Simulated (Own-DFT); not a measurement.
# Computed records: Al$_{3}$Ga$_{5}$N$_{8}$ (wurtzite random alloy, atoms displaced)

All values are calculated (Own-DFT development build). A calculation, not a measurement: plane-wave PBE density functional theory by an unreviewed code, no spin, of a simulated periodic cell, stress positive in tension, free energy of the whole cell less one offset for each atom, forces on such cells passed a denser k mesh, this cell's mesh not checked; offsets are fitted by least squares, one for each functional and potential file, so energies compare only between cells with the same atoms and settings and are not formation energies; the far tail of each file's local potential was reset to the Coulomb form; each entry is a single point on an unrelaxed cell, so the pressure reflects the starting lattice, mostly measured values, from which strain is counted, and rises with the displacements; printed positions are rounded, which can move forces by about a meV/angstrom; the program is a retired in-house code; no spin-orbit coupling.

## Al$_{3}$Ga$_{5}$N$_{8}$ (wurtzite random alloy, atoms displaced)

```xyz
128
Lattice="12.6405 0.0000 0.0000 -6.3203 10.9470 0.0000 0.0000 0.0000 10.2177" Properties=species:S:1:pos:R:3 Al3Ga5N8
Al    -0.0288     1.8347     0.0683
Al     1.5699     0.9085     2.4933
N     -0.0186     1.8181     1.9082
N      1.5689     0.9051     4.4382
Al     0.0141     1.8052     5.0549
Ga     1.5419     0.8963     7.6782
N     -0.0259     1.8478     7.0495
N      1.5822     0.9174     9.5614
Al    -1.5834     4.5696    10.2159
Al    -0.0304     3.6444     2.5749
N     -1.5534     4.5067     1.9432
N     -0.0112     3.6272     4.4529
Ga    -1.5488     4.5494     5.1003
Ga    -0.0122     3.6072     7.6654
N     -1.5283     4.5849     7.0295
N      0.0052     3.6552     9.5962
Ga    -3.2029     7.2762    10.1920
Ga    -1.5846     6.3444     2.5541
N     -3.1219     7.2973     1.8900
N     -1.5535     6.3814     4.4948
Al    -3.1696     7.2918     5.1268
Al    -1.5935     6.3675     7.6964
N     -3.1788     7.3247     7.0097
N     -1.5828     6.3759     9.6405
Ga    -4.7392    10.1057     0.0563
Ga    -3.1976     9.1408     2.5188
N     -4.7671    10.0485     1.9361
N     -3.1274     9.1311     4.4556
Al    -4.7533    10.0638     5.1127
Ga    -3.1607     9.1453     7.6268
N     -4.7254    10.0441     7.0246
N     -3.1771     9.1742     9.5671
Ga     3.1715     1.8628    10.1968
Ga     4.7245     0.9220     2.5418
N      3.1458     1.8055     1.9321
N      4.6987     0.9533     4.5093
Al     3.1537     1.7892     5.1331
Al     4.7941     0.8519     7.7061
N      3.1342     1.8262     7.0942
N      4.7553     0.9061     9.5755
Ga     1.5600     4.5475    10.2076
Ga     3.1692     3.6452     2.5596
N      1.5564     4.5643     1.9185
N      3.1620     3.6636     4.4820
Al     1.5715     4.5754     5.1233
Ga     3.1480     3.6671     7.6887
N      1.5665     4.5922     7.0325
N      3.1414     3.6866     9.5417
Ga    -0.0041     7.3087    10.2013
Ga     1.6175     6.3822     2.5653
N      0.0436     7.2804     1.9330
N      1.6186     6.4515     4.5312
Al    -0.0100     7.2480     5.0819
Ga     1.6016     6.3541     7.6794
N     -0.0129     7.2779     7.0458
N      1.6096     6.4303     9.6038
Al    -1.6303    10.1064     0.0035
Ga    -0.0179     9.1195     2.5416
N     -1.5751    10.0150     1.9557
N      0.0311     9.1850     4.4783
Ga    -1.5376    10.0281     5.0693
Ga     0.0181     9.1639     7.6969
N     -1.5818     9.9552     7.0045
N     -0.0372     9.1159     9.6058
Al     6.3881     1.8010     0.0279
Ga     7.9220     0.9910     2.5693
N      6.3199     1.8513     1.9930
N      7.9455     0.9039     4.4364
Ga     6.3204     1.8709     5.0846
Ga     7.9346     0.8920     7.6892
N      6.3410     1.7835     7.0438
N      7.9661     0.9302     9.5499
Al     4.7746     4.5979     0.0043
Ga     6.2932     3.6295     2.5474
N      4.7596     4.5530     1.9334
N      6.3442     3.7158     4.4405
Al     4.7553     4.5580     5.1232
Ga     6.3494     3.6468     7.6497
N      4.6913     4.5076     7.0890
N      6.2932     3.6412     9.5818
Ga     3.1889     7.2993    10.1854
Ga     4.8035     6.3877     2.5392
N      3.1788     7.2565     1.9022
N      4.7453     6.3836     4.4323
Ga     3.1870     7.3581     5.1299
Ga     4.7088     6.3610     7.6604
N      3.1196     7.2906     7.0227
N      4.7285     6.4364     9.6153
Al     1.6006    10.0363    10.1827
Al     3.2135     9.1278     2.5399
N      1.5401     9.9968     1.9255
N      3.1576     9.1576     4.4850
Ga     1.5830    10.0375     5.0628
Ga     3.1306     9.1381     7.7146
N      1.6205    10.0117     7.0614
N      3.1488     9.1033     9.5800
Al     9.5037     1.8263     0.0107
Al    11.0487     0.9225     2.5477
N      9.5377     1.7949     1.9630
N     11.0078     0.9051     4.4846
Al     9.4152     1.8079     5.1158
Ga    11.0840     0.9236     7.6275
N      9.4581     1.8122     7.0511
N     11.0932     0.8957     9.5953
Ga     7.8938     4.5299    10.1952
Al     9.4400     3.6391     2.4792
N      7.9073     4.5809     1.9173
N      9.4430     3.5942     4.5048
Ga     7.9081     4.5572     5.0408
Ga     9.5163     3.6467     7.6774
N      7.8607     4.6080     7.0286
N      9.5227     3.6388     9.6316
Ga     6.2820     7.3113     0.0376
Al     7.8862     6.3737     2.5691
N      6.2913     7.2662     1.9446
N      7.8451     6.3962     4.4597
Ga     6.3265     7.3054     5.0830
Ga     7.9051     6.3465     7.6860
N      6.3452     7.2772     7.0370
N      7.8609     6.3878     9.5696
Al     4.7313    10.0107    10.2040
Ga     6.3081     9.0556     2.5541
N      4.7234    10.0209     1.9437
N      6.3144     9.1211     4.5057
Ga     4.7305    10.0681     5.1233
Ga     6.3288     9.0596     7.6618
N      4.7680    10.0102     7.0432
N      6.2888     9.1378     9.5777
```

It was run with functional PBE, potential files PseudoDojo norm-conserving, scalar-relativistic, standard set, wave cutoff 42 hartree, occupations Fermi-Dirac, smearing width 0.05 eV and k mesh 3 x 3 x 3 centred on Gamma.

The calculation gives: free energy of cell above offsets -3.242 eV; pressure 5.98 GPa; stress xx -5.91 GPa; stress yy -5.11 GPa; stress zz -6.93 GPa; stress yz -0.04 GPa; stress xz 0.03 GPa; stress xy -0.04 GPa.

Force:
```
element  x (eV/Å)  y (eV/Å)  z (eV/Å)
     Al     0.452    -0.072    -1.692
     Al    -0.173     0.203     0.814
      N      0.17     0.035     1.031
      N     0.104     0.122     0.191
     Al    -0.602     0.075     0.442
     Ga     0.378     0.217    -0.495
      N      0.55    -0.636    -1.965
      N    -0.946      1.15     1.617
     Al     0.662     -0.03     0.366
     Al     0.834    -0.086    -0.591
      N    -0.971    -0.378    -0.605
      N     1.216    -0.296     0.252
     Ga    -0.854    -0.237    -0.074
     Ga     0.659     1.019     0.198
      N    -1.014     0.384     0.603
      N    -1.327    -0.753     0.714
     Ga     0.448     0.924    -0.092
     Ga     0.569     0.501    -0.277
      N    -1.687    -0.536     0.928
      N    -0.874     0.558     0.278
     Al     0.063     0.313    -0.688
     Al     0.402     0.866    -0.478
      N     0.824    -1.286     0.141
      N    -0.376    -0.976    -1.265
     Ga    -0.384    -1.086    -1.487
     Ga     0.681    -0.539     0.496
      N    -0.292     0.522     0.603
      N    -1.441    -0.633     0.853
     Al     0.432    -0.564    -0.368
     Ga     -0.23    -0.366     0.478
      N    -0.701      -0.1    -1.018
      N     0.553     -0.14      0.84
     Ga    -0.202     -0.02    -0.287
     Ga     0.052    -0.542      0.64
      N     -0.64    -0.096    -0.263
      N     0.186     0.089    -0.165
     Al     -0.46     0.856     0.269
     Al     -0.98     0.423    -1.329
      N     1.223    -0.879     -1.11
      N     1.166     0.249     0.553
     Ga     0.313      0.87     0.172
     Ga    -0.473     0.307    -0.052
      N    -0.465    -0.947     0.733
      N    -0.005    -0.342     1.311
     Al     0.357     0.217    -0.381
     Ga    -0.854    -0.801    -0.976
      N    -0.117    -1.138    -0.892
      N     1.311     0.344     2.066
     Ga     0.301    -0.101     0.458
     Ga    -0.074     0.083     0.198
      N     -0.81    -0.098     0.139
      N    -1.244    -1.467    -0.144
     Al     0.633     1.348     0.855
     Ga    -0.991     0.854     -0.14
      N    -0.647    -0.116    -0.456
      N    -0.509    -0.864    -0.118
     Al     0.544    -1.518     0.171
     Ga     0.401    -0.473     0.151
      N    -0.647     0.887     -1.55
      N    -0.407    -2.193     0.073
     Ga    -0.567     0.319     0.289
     Ga    -0.219    -1.392    -0.654
      N     0.573     2.219      0.51
      N     0.238     1.832     0.772
     Al    -0.769     0.289    -0.425
     Ga    -0.105    -1.909    -0.658
      N     0.116    -0.714    -2.095
      N    -0.593     0.824      1.39
     Ga     0.095    -0.579     0.178
     Ga    -0.387    -0.032    -1.092
      N      -0.7    -0.049     0.118
      N    -0.571    -0.165     2.601
     Al    -0.833     -0.26    -0.234
     Ga     0.457     1.032    -0.144
      N     -0.29     0.009    -1.393
      N    -1.467    -0.538     1.066
     Al    -0.547     0.354    -0.176
     Ga    -0.654    -0.454     0.021
      N     1.389     0.839    -1.851
      N    -0.157    -0.695     1.008
     Ga    -0.906      0.13     0.929
     Ga    -2.059    -0.687     0.298
      N      0.54     1.507     0.633
      N    -0.036    -0.781     1.499
     Ga     0.147     -0.45    -0.511
     Ga     0.399     0.475    -0.166
      N     1.001     0.371     0.721
      N     0.663    -1.998    -0.359
     Al    -0.619    -0.352      0.81
     Al    -1.463    -0.588     0.108
      N     1.872     0.863     -0.95
      N     0.485    -0.229    -1.263
     Ga     0.251     0.117     0.782
     Ga     1.141    -0.708    -1.184
      N    -0.765     0.766    -0.684
      N     0.205     1.458     1.384
     Al     0.634    -0.465    -0.188
     Al     0.614     -0.86     0.475
      N    -0.301     1.292    -1.412
      N     0.653     1.495    -0.393
     Al     1.086     0.159     0.124
     Ga    -0.504    -0.677     0.559
      N     0.525     0.408    -1.117
      N    -0.513     0.226     1.032
     Ga     -0.05     0.542      0.04
     Al     0.902     0.009     1.117
      N     0.327     0.006     0.537
      N     0.757    -0.072    -1.309
     Ga     0.282     0.556     0.976
     Ga    -0.453     0.234    -0.562
      N     1.075    -1.391    -0.372
      N      0.15    -0.357     0.248
     Ga     0.652     0.419    -0.838
     Al      0.59     0.349    -0.545
      N     2.367      0.03    -0.157
      N     2.122     0.232    -0.639
     Ga    -0.695    -0.057     0.734
     Ga    -0.028     1.251    -0.685
      N    -0.691     -0.56     -0.19
      N    -0.018    -0.376     0.887
     Al     0.039     0.399     0.053
     Ga    -0.141     1.194     0.454
      N     0.026       0.7    -0.796
      N     0.839      0.74    -0.171
     Ga     0.066    -0.565    -0.065
     Ga     0.231     0.749    -0.085
      N    -0.458     0.258     0.278
      N    -0.038     0.209     1.059
```
